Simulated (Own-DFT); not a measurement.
## Calculated data, AlGa3N4 (wurtzite random alloy, strained, atoms displaced)

A calculation, not a measurement: plane-wave PBE density functional theory by an unreviewed code, no spin, of a simulated periodic cell, stress positive in tension, free energy of the whole cell less one offset for each atom, forces on such cells passed a denser k mesh, this cell's mesh not checked; offsets are fitted by least squares, one for each functional and potential file, so energies compare only between cells with the same atoms and settings and are not formation energies; the far tail of each file's local potential was reset to the Coulomb form; each entry is a single point on an unrelaxed cell, so the pressure reflects the starting lattice, mostly measured values, from which strain is counted, and rises with the displacements; printed positions are rounded, which can move forces by about a meV/angstrom; the program is a retired in-house code; no spin-orbit coupling. Program: Own-DFT development build.

Common to all runs: functional PBE; potential files PseudoDojo norm-conserving, scalar-relativistic, standard set with the stringent files for Ga; wave cutoff 96 hartree; occupations Gaussian; smearing width 0.01 eV; k mesh 4 x 4 x 3 centred on Gamma.

```yaml
- entry: 1
  formula: AlGa3N4
  kind: "wurtzite random alloy, strained, atoms displaced"
  structure:
    cell_angstrom: [[9.533, 0.0, 0.0], [-4.7665, 8.2558, 0.0], [0.0, 0.0, 10.2685]]
    atoms_fractional:
      - [Ga, 0.11727, 0.22614, 0.00063]
      - [Ga, 0.22257, 0.11284, 0.24592]
      - ["N", 0.10334, 0.21748, 0.18457]
      - ["N", 0.21591, 0.11, 0.44451]
      - [Ga, 0.11486, 0.22236, 0.50458]
      - [Al, 0.22172, 0.10692, 0.74506]
      - ["N", 0.11746, 0.22891, 0.69204]
      - ["N", 0.22222, 0.10051, 0.93888]
      - [Ga, 0.11681, 0.56285, 0.00363]
      - [Al, 0.21812, 0.43894, 0.25261]
      - ["N", 0.11062, 0.54306, 0.18223]
      - ["N", 0.22654, 0.4476, 0.44526]
      - [Ga, 0.1082, 0.55797, 0.49372]
      - [Ga, 0.23342, 0.44829, 0.74315]
      - ["N", 0.11071, 0.5652, 0.69165]
      - ["N", 0.22554, 0.44555, 0.93069]
      - [Ga, 0.10236, 0.87916, 0.99577]
      - [Ga, 0.22649, 0.78686, 0.25349]
      - ["N", 0.11687, 0.88664, 0.18981]
      - ["N", 0.21284, 0.77036, 0.43273]
      - [Ga, 0.10976, 0.88331, 0.50311]
      - [Al, 0.23219, 0.77836, 0.75668]
      - ["N", 0.11479, 0.89424, 0.69385]
      - ["N", 0.21716, 0.77295, 0.93367]
      - [Ga, 0.43521, 0.21624, 2.0e-05]
      - [Al, 0.54644, 0.11133, 0.25167]
      - ["N", 0.43855, 0.21003, 0.198]
      - ["N", 0.55551, 0.11316, 0.4439]
      - [Ga, 0.44426, 0.2209, 0.49181]
      - [Ga, 0.54399, 0.1011, 0.75792]
      - ["N", 0.45377, 0.22187, 0.68945]
      - ["N", 0.54837, 0.1072, 0.92189]
      - [Ga, 0.446, 0.56005, 0.00495]
      - [Ga, 0.56233, 0.45986, 0.25159]
      - ["N", 0.44023, 0.55904, 0.19428]
      - ["N", 0.5456, 0.43945, 0.44069]
      - [Al, 0.44313, 0.55483, 0.50833]
      - [Ga, 0.55014, 0.44621, 0.75036]
      - ["N", 0.45081, 0.5613, 0.69013]
      - ["N", 0.55044, 0.43316, 0.93792]
      - [Ga, 0.44265, 0.87991, 0.00311]
      - [Al, 0.56193, 0.76882, 0.25409]
      - ["N", 0.44676, 0.89343, 0.18004]
      - ["N", 0.56743, 0.78906, 0.44171]
      - [Ga, 0.44623, 0.89576, 0.50309]
      - [Al, 0.56459, 0.77193, 0.74697]
      - ["N", 0.44049, 0.89123, 0.68986]
      - ["N", 0.55309, 0.78037, 0.93243]
      - [Ga, 0.78076, 0.22427, 0.00384]
      - [Ga, 0.88968, 0.10562, 0.25625]
      - ["N", 0.78628, 0.22669, 0.18438]
      - ["N", 0.88572, 0.1016, 0.44154]
      - [Ga, 0.77676, 0.23049, 0.50228]
      - [Ga, 0.8857, 0.09981, 0.74972]
      - ["N", 0.78783, 0.21872, 0.69008]
      - ["N", 0.88602, 0.11628, 0.9436]
      - [Al, 0.76929, 0.5511, 0.9987]
      - [Ga, 0.89275, 0.45129, 0.2537]
      - ["N", 0.78408, 0.55202, 0.18995]
      - ["N", 0.89056, 0.44897, 0.43314]
      - [Ga, 0.78093, 0.55554, 0.50037]
      - [Ga, 0.89674, 0.45109, 0.74951]
      - ["N", 0.77971, 0.5468, 0.68287]
      - ["N", 0.88997, 0.43968, 0.93433]
      - [Ga, 0.78503, 0.89132, 0.00414]
      - [Al, 0.8835, 0.7728, 0.25241]
      - ["N", 0.78035, 0.89244, 0.19099]
      - ["N", 0.89092, 0.77887, 0.43407]
      - [Ga, 0.78176, 0.88718, 0.49725]
      - [Ga, 0.89238, 0.78338, 0.74951]
      - ["N", 0.78672, 0.89553, 0.69046]
      - ["N", 0.88862, 0.76644, 0.93908]
  results:
    "free_energy_of_cell_above_offsets [eV]": "-8.742"
    "pressure [GPa]": 6.3
    "stress_xx [GPa]": -4.27
    "stress_yy [GPa]": -5.44
    "stress_zz [GPa]": -9.18
    "stress_yz [GPa]": 0.26
    "stress_xz [GPa]": -0.27
    "stress_xy [GPa]": 0.62
    force_element: [Ga, Ga, "N", "N", Ga, Al, "N", "N", Ga, Al, "N", "N", Ga, Ga, "N", "N", Ga, Ga, "N", "N", Ga, Al, "N", "N", Ga, Al, "N", "N", Ga, Ga, "N", "N", Ga, Ga, "N", "N", Al, Ga, "N", "N", Ga, Al, "N", "N", Ga, Al, "N", "N", Ga, Ga, "N", "N", Ga, Ga, "N", "N", Al, Ga, "N", "N", Ga, Ga, "N", "N", Ga, Al, "N", "N", Ga, Ga, "N", "N"]
    "force_x [eV/angstrom]": [-0.574, -1.05, 1.285, 1.11, -1.231, 0.517, 0.859, -1.597, -0.359, -0.186, 0.349, 0.181, 0.77, -2.303, 1.849, 0.332, 1.363, 1.107, -2.597, 1.043, -0.241, -1.383, 0.89, 0.61, 1.549, 2.799, 0.041, 0.212, -0.747, 1.606, -2.486, 0.493, -0.137, 0.353, 0.035, 0.165, 0.281, 2.095, 0.257, -0.059, -0.992, -1.624, 1.078, -1.372, 0.084, -1.399, 1.479, 1.779, -1.224, -1.064, -1.667, -0.073, 1.22, -0.042, -1.423, 1.871, 1.592, 1.297, -2.162, -0.093, -0.984, 0.025, -1.533, -1.243, -0.713, 1.287, 0.345, 0.043, 0.248, 0.767, -0.885, -1.829]
    "force_y [eV/angstrom]": [-0.417, -0.852, 1.311, -0.657, -0.008, 1.544, -1.437, 0.437, -1.73, -0.068, 1.169, 0.17, -0.661, -0.005, 0.462, 0.355, 0.707, -1.351, -0.259, 1.544, 0.75, -0.166, -0.877, 0.686, -0.633, -0.448, 2.437, -0.184, -0.21, 1.549, 0.138, 0.014, -0.564, -2.079, -0.372, 1.892, 0.601, -1.351, 0.69, 1.914, 1.526, 2.213, -0.221, -2.482, -0.915, 1.926, -2.076, -0.693, -0.014, 1.163, -0.874, 2.093, -1.08, 3.342, 0.506, -1.386, -1.038, -1.594, 1.72, -0.533, -0.051, -1.882, 1.516, 1.433, 0.233, 0.848, -2.53, -0.729, 0.29, -1.418, -3.08, -0.254]
    "force_z [eV/angstrom]": [-1.268, 0.956, 1.378, -1.104, 0.014, 0.622, 0.179, -1.114, -1.661, 0.093, 2.357, -1.186, 1.743, 0.842, -1.164, 1.217, 0.987, -1.703, -0.361, 1.258, 0.045, -1.293, -0.236, 0.621, 0.263, -0.133, -1.279, -2.161, 1.734, -4.999, -0.662, 7.454, -1.189, 0.227, -0.04, -0.028, -1.496, -0.275, -1.058, 1.063, -1.897, 0.046, 3.243, -0.629, -0.085, 0.376, -0.127, -0.124, -1.321, -0.441, 2.409, 0.056, 0.586, 1.184, -0.357, -0.775, -0.219, -1.767, -1.18, 1.154, -0.403, 0.387, 1.021, 1.356, -0.857, -0.928, 0.453, 0.038, 0.887, -0.121, -0.698, 0.091]
- entry: 2
  formula: AlGa3N4
  kind: "wurtzite random alloy, strained, atoms displaced"
  structure:
    cell_angstrom: [[9.533, 0.0, 0.0], [-4.7665, 8.2558, 0.0], [0.0, 0.0, 10.2685]]
    atoms_fractional:
      - [Al, 0.11599, 0.22025, 0.00636]
      - [Ga, 0.22139, 0.11021, 0.24466]
      - ["N", 0.11119, 0.21707, 0.18664]
      - ["N", 0.22555, 0.10853, 0.44647]
      - [Ga, 0.12074, 0.22634, 0.51068]
      - [Al, 0.2246, 0.11048, 0.75443]
      - ["N", 0.1148, 0.22502, 0.68765]
      - ["N", 0.20603, 0.10026, 0.94161]
      - [Ga, 0.10486, 0.55178, 0.00554]
      - [Ga, 0.20474, 0.44004, 0.25252]
      - ["N", 0.10925, 0.55148, 0.18932]
      - ["N", 0.2191, 0.43608, 0.44205]
      - [Ga, 0.12196, 0.55949, 0.50103]
      - [Ga, 0.2303, 0.44855, 0.75504]
      - ["N", 0.12777, 0.57429, 0.69394]
      - ["N", 0.22245, 0.44003, 0.94139]
      - [Al, 0.09804, 0.87982, 0.00424]
      - [Ga, 0.22024, 0.77943, 0.25879]
      - ["N", 0.11637, 0.88744, 0.18628]
      - ["N", 0.22455, 0.78441, 0.44293]
      - [Ga, 0.11543, 0.89329, 0.49366]
      - [Ga, 0.22033, 0.76553, 0.75408]
      - ["N", 0.11563, 0.89602, 0.69089]
      - ["N", 0.2207, 0.7812, 0.93925]
      - [Ga, 0.43693, 0.22303, 0.99589]
      - [Ga, 0.55596, 0.11243, 0.24617]
      - ["N", 0.44057, 0.2267, 0.18773]
      - ["N", 0.55116, 0.10153, 0.44444]
      - [Ga, 0.44285, 0.21475, 0.49798]
      - [Ga, 0.55403, 0.11043, 0.74449]
      - ["N", 0.43451, 0.21805, 0.68389]
      - ["N", 0.55551, 0.11367, 0.93873]
      - [Ga, 0.44627, 0.56305, 0.99591]
      - [Ga, 0.55609, 0.4507, 0.25128]
      - ["N", 0.44694, 0.55597, 0.19088]
      - ["N", 0.5656, 0.45251, 0.44141]
      - [Al, 0.45107, 0.56523, 0.50472]
      - [Ga, 0.54815, 0.4367, 0.74404]
      - ["N", 0.44763, 0.56007, 0.6987]
      - ["N", 0.54823, 0.44999, 0.94009]
      - [Ga, 0.44299, 0.88728, 0.00185]
      - [Al, 0.56127, 0.78676, 0.25618]
      - ["N", 0.42493, 0.89169, 0.19616]
      - ["N", 0.55069, 0.77519, 0.44628]
      - [Ga, 0.44894, 0.8769, 0.49834]
      - [Ga, 0.56351, 0.78278, 0.75703]
      - ["N", 0.45145, 0.89989, 0.69094]
      - ["N", 0.54668, 0.76884, 0.94537]
      - [Al, 0.7812, 0.21832, 0.0039]
      - [Ga, 0.89505, 0.11006, 0.24795]
      - ["N", 0.76942, 0.22711, 0.19028]
      - ["N", 0.89188, 0.11896, 0.44152]
      - [Al, 0.7781, 0.2173, 0.49486]
      - [Ga, 0.8889, 0.10997, 0.75153]
      - ["N", 0.76976, 0.22068, 0.69074]
      - ["N", 0.88751, 0.11278, 0.93784]
      - [Ga, 0.78892, 0.55982, 0.99662]
      - [Ga, 0.87897, 0.44038, 0.25072]
      - ["N", 0.787, 0.5584, 0.18628]
      - ["N", 0.89627, 0.44959, 0.43137]
      - [Al, 0.77833, 0.5587, 0.50043]
      - [Ga, 0.89383, 0.44605, 0.74259]
      - ["N", 0.78932, 0.55992, 0.6877]
      - ["N", 0.89522, 0.44742, 0.93409]
      - [Ga, 0.77351, 0.88007, 0.98925]
      - [Ga, 0.88727, 0.77538, 0.24446]
      - ["N", 0.76794, 0.87821, 0.18897]
      - ["N", 0.88678, 0.7795, 0.43497]
      - [Al, 0.78565, 0.88908, 0.49912]
      - [Ga, 0.88153, 0.77129, 0.74784]
      - ["N", 0.78556, 0.88971, 0.69906]
      - ["N", 0.88656, 0.78456, 0.94256]
  results:
    "free_energy_of_cell_above_offsets [eV]": "-8.952"
    "pressure [GPa]": 6.21
    "stress_xx [GPa]": -5.71
    "stress_yy [GPa]": -7.35
    "stress_zz [GPa]": -5.58
    "stress_yz [GPa]": -0.71
    "stress_xz [GPa]": 0.58
    "stress_xy [GPa]": 1.32
    force_element: [Al, Ga, "N", "N", Ga, Al, "N", "N", Ga, Ga, "N", "N", Ga, Ga, "N", "N", Al, Ga, "N", "N", Ga, Ga, "N", "N", Ga, Ga, "N", "N", Ga, Ga, "N", "N", Ga, Ga, "N", "N", Al, Ga, "N", "N", Ga, Al, "N", "N", Ga, Ga, "N", "N", Al, Ga, "N", "N", Al, Ga, "N", "N", Ga, Ga, "N", "N", Al, Ga, "N", "N", Ga, Ga, "N", "N", Al, Ga, "N", "N"]
    "force_x [eV/angstrom]": [-1.029, 0.665, -0.706, -1.07, -0.395, -0.937, 0.294, 0.536, 1.277, 2.841, -1.316, 1.201, -1.136, -1.027, -0.013, -0.632, 1.551, -0.829, -1.547, 0.839, -0.691, -0.642, -0.182, -0.653, 0.515, -1.641, 0.752, 1.262, 0.486, -0.796, 0.263, 0.731, -0.42, 0.422, -1.569, -0.988, 0.124, 0.987, 0.352, 2.114, -1.027, -1.433, 4.242, 3.584, -3.062, -1.193, 0.483, 0.131, -1.369, -1.299, 2.166, 0.601, -1.048, -0.04, 1.839, 0.541, -1.478, 1.186, -1.373, -0.933, 1.279, 0.572, -1.503, -0.624, -1.727, 0.364, -0.157, 0.008, -0.861, 2.372, -1.325, 2.096]
    "force_y [eV/angstrom]": [0.212, -0.158, 0.566, 1.014, -1.042, -0.675, -0.208, 0.294, 0.776, 0.025, 0.727, 2.018, -0.166, -0.602, -5.897, -0.57, 0.964, -1.388, -0.093, -1.161, -0.871, 6.088, -0.623, -0.483, -0.035, -0.145, 0.098, 1.087, 0.969, 0.852, 0.171, 0.244, -2.572, -0.373, 1.454, -0.147, -2.076, 0.611, 0.466, -0.693, 0.62, -1.652, -0.088, -0.507, 2.426, 0.291, -2.743, 2.988, 0.637, -0.495, -1.162, -1.742, 1.048, 1.149, 0.693, 0.162, -0.941, 0.855, -0.229, -0.678, -0.03, -0.273, -1.104, -1.515, 1.748, 0.387, 1.405, -0.422, 0.792, 1.223, 0.033, -1.532]
    "force_z [eV/angstrom]": [-1.569, 1.279, -0.067, -2.094, -1.749, -0.255, 2.419, -0.346, -0.928, 0.128, 0.485, 0.062, 0.099, 0.03, -2.333, 0.673, -0.939, -0.482, -0.064, 0.032, 2.057, 0.971, -0.011, 1.084, 0.358, 1.009, 0.201, -0.888, -0.205, 1.262, 1.153, 0.442, 2.123, -0.321, 0.437, 0.77, -0.076, 0.983, -2.313, -0.937, 0.305, -0.727, -0.913, -1.629, 1.738, -0.605, -0.32, -1.061, -0.973, 0.42, -1.354, 0.023, 0.693, -0.25, -1.777, 1.44, -0.01, -0.168, -0.361, 2.72, -0.426, 0.665, -1.089, 0.362, 1.817, 0.457, -0.168, 0.73, 0.509, 0.637, -2.366, -0.798]
- entry: 3
  formula: AlGa3N4
  kind: "wurtzite random alloy, strained, atoms displaced"
  structure:
    cell_angstrom: [[9.533, 0.0, 0.0], [-4.7665, 8.2558, 0.0], [0.0, 0.0, 10.2685]]
    atoms_fractional:
      - [Ga, 0.10716, 0.22388, 0.00802]
      - [Ga, 0.21957, 0.1047, 0.24686]
      - ["N", 0.11172, 0.22241, 0.18525]
      - ["N", 0.2191, 0.0985, 0.43759]
      - [Ga, 0.10729, 0.22158, 0.50771]
      - [Al, 0.21694, 0.11228, 0.75507]
      - ["N", 0.11421, 0.22388, 0.68975]
      - ["N", 0.21868, 0.10293, 0.94185]
      - [Ga, 0.1132, 0.55924, 0.00168]
      - [Al, 0.23027, 0.45012, 0.24579]
      - ["N", 0.12574, 0.57191, 0.19185]
      - ["N", 0.21872, 0.44217, 0.44036]
      - [Ga, 0.11469, 0.5547, 0.50086]
      - [Al, 0.22365, 0.44915, 0.74699]
      - ["N", 0.12247, 0.56731, 0.69664]
      - ["N", 0.22367, 0.44761, 0.93799]
      - [Ga, 0.10062, 0.87621, 0.99724]
      - [Ga, 0.22009, 0.77705, 0.25657]
      - ["N", 0.11192, 0.88997, 0.19069]
      - ["N", 0.22531, 0.77134, 0.43952]
      - [Ga, 0.10911, 0.88798, 0.50097]
      - [Ga, 0.21181, 0.77803, 0.74885]
      - ["N", 0.10292, 0.89286, 0.68771]
      - ["N", 0.21445, 0.77753, 0.94415]
      - [Ga, 0.43843, 0.22258, 0.0054]
      - [Ga, 0.55599, 0.10763, 0.25617]
      - ["N", 0.45039, 0.23035, 0.18547]
      - ["N", 0.5621, 0.11002, 0.43856]
      - [Ga, 0.44684, 0.23156, 0.51811]
      - [Ga, 0.54747, 0.10096, 0.75251]
      - ["N", 0.45288, 0.22387, 0.68486]
      - ["N", 0.54706, 0.10444, 0.9506]
      - [Ga, 0.43548, 0.55162, 0.00859]
      - [Ga, 0.54648, 0.44572, 0.24538]
      - ["N", 0.44954, 0.55909, 0.18705]
      - ["N", 0.54882, 0.44011, 0.43712]
      - [Ga, 0.44897, 0.56243, 0.4949]
      - [Ga, 0.55647, 0.45375, 0.7558]
      - ["N", 0.44313, 0.55525, 0.68179]
      - ["N", 0.5533, 0.44271, 0.94306]
      - [Ga, 0.44722, 0.89326, 0.99546]
      - [Ga, 0.55825, 0.78, 0.24018]
      - ["N", 0.44877, 0.89146, 0.19676]
      - ["N", 0.54859, 0.76579, 0.44576]
      - [Al, 0.44548, 0.88987, 0.49294]
      - [Al, 0.54576, 0.77292, 0.7502]
      - ["N", 0.44753, 0.8929, 0.69398]
      - ["N", 0.55841, 0.7888, 0.94673]
      - [Al, 0.79442, 0.23179, 0.9941]
      - [Al, 0.89036, 0.10921, 0.24518]
      - ["N", 0.76829, 0.22215, 0.19335]
      - ["N", 0.87506, 0.10056, 0.44684]
      - [Ga, 0.77826, 0.22124, 0.49788]
      - [Ga, 0.89314, 0.11388, 0.75117]
      - ["N", 0.77841, 0.22585, 0.69228]
      - ["N", 0.89018, 0.10078, 0.94234]
      - [Al, 0.77903, 0.55899, 0.00321]
      - [Ga, 0.89445, 0.44492, 0.24479]
      - ["N", 0.7815, 0.55555, 0.17907]
      - ["N", 0.8943, 0.44292, 0.43183]
      - [Ga, 0.77437, 0.54906, 0.5066]
      - [Ga, 0.88646, 0.44219, 0.74565]
      - ["N", 0.77561, 0.54666, 0.67861]
      - ["N", 0.88556, 0.44823, 0.9377]
      - [Ga, 0.77901, 0.88935, 0.99064]
      - [Ga, 0.89518, 0.7786, 0.2524]
      - ["N", 0.77252, 0.88847, 0.20056]
      - ["N", 0.89528, 0.77739, 0.44367]
      - [Al, 0.78115, 0.88642, 0.50229]
      - [Ga, 0.88437, 0.77648, 0.75053]
      - ["N", 0.7786, 0.88648, 0.68491]
      - ["N", 0.89149, 0.76928, 0.94069]
  results:
    "free_energy_of_cell_above_offsets [eV]": "-8.488"
    "pressure [GPa]": 6.54
    "stress_xx [GPa]": -3.36
    "stress_yy [GPa]": -8.08
    "stress_zz [GPa]": -8.19
    "stress_yz [GPa]": 0.3
    "stress_xz [GPa]": -0.8
    "stress_xy [GPa]": 0.27
    force_element: [Ga, Ga, "N", "N", Ga, Al, "N", "N", Ga, Al, "N", "N", Ga, Al, "N", "N", Ga, Ga, "N", "N", Ga, Ga, "N", "N", Ga, Ga, "N", "N", Ga, Ga, "N", "N", Ga, Ga, "N", "N", Ga, Ga, "N", "N", Ga, Ga, "N", "N", Al, Al, "N", "N", Al, Al, "N", "N", Ga, Ga, "N", "N", Al, Ga, "N", "N", Ga, Ga, "N", "N", Ga, Ga, "N", "N", Al, Ga, "N", "N"]
    "force_x [eV/angstrom]": [1.393, 0.73, -0.815, -0.312, 0.342, 1.081, 0.317, -0.938, -0.395, -0.938, 0.581, 0.821, -0.597, 0.441, -0.253, -0.505, 0.804, 0.559, 0.15, -0.187, 1.075, 0.67, 0.879, 1.686, 0.82, -1.04, -0.641, -1.521, -0.001, 0.421, -1.777, 1.439, 1.104, 2.669, -1.901, 0.575, -0.241, 0.435, -0.725, 0.3, -1.439, -0.87, -1.029, 0.378, 0.523, 0.77, -0.155, 0.586, -2.259, -1.151, 3.325, 1.897, -0.164, -0.57, 0.399, -1.147, -0.27, -0.524, -0.487, -0.569, 0.18, 0.54, -0.591, 0.407, 0.45, -1.019, 2.274, -1.785, -0.682, 0.298, -1.435, -2.386]
    "force_y [eV/angstrom]": [-0.318, 1.292, 0.869, 2.226, -0.758, -0.147, 0.922, 0.691, 0.007, -0.431, -3.21, -0.445, -0.079, -0.187, -2.48, -0.638, 2.009, 1.77, -0.618, 1.293, -0.521, 1.696, 0.677, -0.15, -0.626, 0.809, -1.305, -0.578, -1.287, 1.957, -0.271, 2.863, 0.893, -0.402, -0.331, 0.553, -2.89, -1.053, 0.387, 1.252, -0.92, -0.15, -0.597, 4.28, -0.226, 0.664, -2.142, -2.311, -1.426, 0.313, 0.027, 0.218, 0.432, -0.583, -1.103, 2.744, -1.238, 0.201, 0.385, 0.288, 0.226, 0.751, 0.993, -0.513, -1.619, -0.676, 1.149, -0.658, -0.751, -0.615, -0.19, -0.393]
    "force_z [eV/angstrom]": [-2.243, 0.764, 2.37, 0.265, -2.088, -0.217, 1.58, -0.957, -0.139, 1.175, -0.762, -1.372, 0.193, 0.315, -1.043, -0.766, 1.408, -0.468, -0.7, 1.206, 0.051, 0.761, 0.973, -1.148, -1.023, -0.777, 1.477, 1.389, -5.626, 1.089, 5.215, -1.695, -2.146, 1.097, 1.021, -0.185, 0.553, -0.499, 2.045, -0.08, 1.88, 2.08, -1.049, -1.278, 0.861, -0.17, -1.555, -2.098, 1.15, 1.35, -1.996, -1.608, 0.342, -0.556, -0.053, -0.573, -0.889, 0.192, 1.541, 1.247, -3.974, 0.705, 3.766, 0.404, 2.063, 0.213, -1.732, -0.357, -0.759, -0.434, 1.069, -0.798]
```
